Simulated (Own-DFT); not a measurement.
# Which defects push the lattice out? C11b WSi2

Calculated, not measured: single-point runs of Own-DFT, a retired in-house plane-wave DFT program that no person has reviewed, on unrelaxed cells, without spin or spin-orbit coupling.

All runs used: PBE; PseudoDojo norm-conserving scalar-relativistic files; cutoff 50 hartree; 5 x 5 x 5 k mesh centred on Gamma; cold (Marzari-Vanderbilt) smearing of 0.2 eV.

Caveats: forces on such cells failed a check on a denser k mesh; stress not checked against mesh or cutoff.

All runs share one cell, with vectors in Å (-2.148, -5.953, 3.409); (-6.444, 2.976, 1.136); (-2.553, -2.948, -6.757) and a volume of 403.2 Å³. Atoms were moved at random from their sites; u is the rms move along one axis. The defect's site can differ from row to row.

| cell | formula | u (Å) | P (GPa) |
|---|---|---|---|
| no defect | Si20W10 | 0.0205 | 4.57 |
| no defect | Si20W10 | 0.0506 | 6.37 |
| no defect | Si20W10 | 0.0511 | 6.07 |
| one W vacancy | Si20W9 | 0.0282 | 3.49 |
| one W vacancy | Si20W9 | 0.0498 | 4.19 |
| one W vacancy | Si20W9 | 0.0515 | 4.95 |
| one Si vacancy | Si19W10 | 0.0304 | 3.58 |
| one Si vacancy | Si19W10 | 0.0321 | 3.58 |
| one Si vacancy | Si19W10 | 0.0536 | 4.52 |
| one Si vacancy | Si19W10 | 0.0597 | ? |
| one Si on a W site | Si21W9 | 0.0290 | 5.87 |
| one Si on a W site | Si21W9 | 0.0335 | 6.29 |
| one Si on a W site | Si21W9 | 0.0465 | 6.46 |
| one W on a Si site | Si19W11 | 0.0272 | 9.76 |
| one W on a Si site | Si19W11 | 0.0451 | 11.19 |
| one W on a Si site | Si19W11 | 0.0491 | 10.91 |

## Fit

P = P0 + c u² + a shift for each defect gives P0 = 4.48 GPa, c = 641 ± 87 GPa/Å² and a scatter of 0.28 GPa. The shifts, and each times the cell's volume:

- one W on a Si site: 5.04 ± 0.23 GPa, 12.7 eV
- one Si on a W site: 0.85 ± 0.23 GPa, 2.1 eV
- one W vacancy: -1.53 ± 0.23 GPa, -3.9 eV
- one Si vacancy: -1.62 ± 0.23 GPa, -4.1 eV

Against the defect-free cell, a freed cell would be larger where the shift is positive and smaller where it is negative (160.2 GPa Å³ is 1 eV). The atoms around the defects weren't relaxed, which would change these numbers.

## The run left out

Asked: what pressure belongs in the blank (one Si vacancy, u = 0.0597 Å)?

From the fit: 5.14 ± 0.36 GPa. The run itself gave 5.24 GPa.
